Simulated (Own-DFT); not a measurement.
# Response to strain: wurtzite AlN, 128 atoms (Al64N64)

All numbers below are calculated, not measured. They come from Own-DFT, an in-house plane-wave density functional program, since retired, whose code no person has reviewed. Each row is one single-point run on a periodic cell that was not relaxed, without spin or spin-orbit coupling.

Settings of every run: PBE; PseudoDojo norm-conserving scalar-relativistic files; cutoff 42 hartree; 3 x 3 x 3 k mesh centred on Gamma; Gaussian smearing of 0.01 eV.

Known limits: k mesh not checked against a denser one; stress not checked against mesh or cutoff.

Unstrained cell vectors in Å: (12.448, 0.000, 0.000); (-6.224, 10.780, 0.000); (0.000, 0.000, 9.964). The unstrained cell has measured lattice constants (interpolated for alloys), not those of this functional. That, the random moves and any unrelaxed bonds set the pressure at no strain. Each run strains this cell uniformly, with the atoms carried along. Every atom was also moved at random, by a Gaussian of width 0.05 Å on each axis. Strain is the symmetric tensor, in per cent. Stress is positive in tension, and the pressure is minus a third of its trace.

```
run  e_xx (%)  e_yy (%)  e_zz (%)  e_yz (%)  e_xz (%)  e_xy (%)  s_xx (GPa)  s_yy (GPa)  s_zz (GPa)  s_yz (GPa)  s_xz (GPa)  s_xy (GPa)  P (GPa)  E (meV/atom)
  1      0.14     -0.52      1.86      1.54      1.10      0.61       -3.41       -5.54       -0.03        4.00        2.43        2.16     2.99          11.1
  2      1.33     -0.04     -1.40     -1.49     -1.58      1.97       -0.47       -5.10      -12.38       -3.46       -4.36        6.74     5.98          20.2
  3      1.08      0.10      0.82      1.72     -1.55     -0.39       -0.90       -2.15       -2.24        3.35       -3.78       -1.95     1.76          10.5
  4      0.78      1.05      0.22     -0.03     -1.32      1.88       -0.81        0.07       -4.76       -0.48       -2.68        6.81     1.84           9.5
  5      1.66     -1.86      1.83     -1.38      0.81      1.47        1.27      -12.32        2.14       -3.37        2.26        4.94     2.97          14.5
  6     -1.29     -0.65     -0.21      1.29      0.35     -1.80      -11.94      -12.26       -8.77        4.45        1.56       -5.86    10.99          36.1
  7     -0.37     -0.16     -0.03     -1.74     -1.09     -0.32       -8.52       -6.45       -6.88       -4.85       -3.30       -0.66     7.28          22.7
  8     -1.50     -0.60      0.60     -1.21     -1.88      1.80      -15.02      -10.46       -3.99       -3.76       -4.07        6.31     9.82          40.0
  9      0.97     -0.58      0.18     -0.12     -1.55     -1.45       -2.61       -6.62       -5.42       -0.24       -3.81       -6.51     4.88          14.3
 10     -1.98     -0.06      1.96     -1.05      1.72     -0.09      -14.73       -7.59        1.54       -3.00        3.77       -0.75     6.92          30.7
 11     -0.53      1.80     -1.44      0.47      1.48      0.30       -6.78        0.38      -13.41        1.24        4.12        1.29     6.60          27.0
 12      0.31     -1.88     -0.82     -0.91      1.68      0.41       -7.25      -15.04      -10.50       -2.23        3.99        1.15    10.93          24.9
 13      1.04      1.81     -0.10     -0.22     -1.52     -0.78        1.83        2.63       -4.64       -1.44       -3.86       -2.71     0.06           0.0
 14      0.70      1.20      0.10     -1.99      1.27     -0.62       -2.31        0.92       -4.25       -4.88        3.22       -2.57     1.88          18.8
 15      0.22      1.27      1.45      1.15      0.18     -1.22       -1.83       -0.10        1.62        2.58       -0.27       -4.14     0.10           8.2
 16      1.14      0.45      0.49      0.87     -1.11      1.85           ?           ?           ?           ?           ?           ?        ?             ?
```

E is the free energy for each atom above the lowest run shown.

## Worked fit

Each stress component was fitted by least squares to a constant and the strains of the runs shown, as fractions, with shears doubled. Shear strains stay in the fit of a normal stress only where such slopes are resolved. The slopes, in GPa:

```
stress  at no strain  per e_xx  per e_yy  per e_zz  scatter
  s_xx          -6.0  487 ± 23  125 ± 22   69 ± 23     0.93
  s_yy          -6.1  143 ± 25  457 ± 24   72 ± 25     1.01
  s_zz          -6.5   58 ± 20   53 ± 19  457 ± 21     0.82
```

Each shear stress against twice its own strain: yz 129 ± 6, xz 123 ± 6, xy 182 ± 6 GPa. These are stiffnesses along x, y and z of the frame in which the cell vectors are given, which need not be the crystal's axes. The atoms are held to the strained lattice; where symmetry lets them move under strain, relaxing them would lower some slopes. The table should be nearly symmetric about its diagonal, and what it lacks of that shows the noise. A ninth of its sum, 213 ± 5 GPa, estimates the bulk modulus near the mean pressure of these runs, 5.0 GPa, so it lies above the value at zero pressure.

## Withheld run

Question: what normal stresses and pressure should run 16 give?

The fit gives s_xx = 0.4, s_yy = -2.0, s_zz = -3.3 and P = 1.7 GPa. The calculation gave -1.24, -3.14, -2.53 and P = 2.30 GPa.
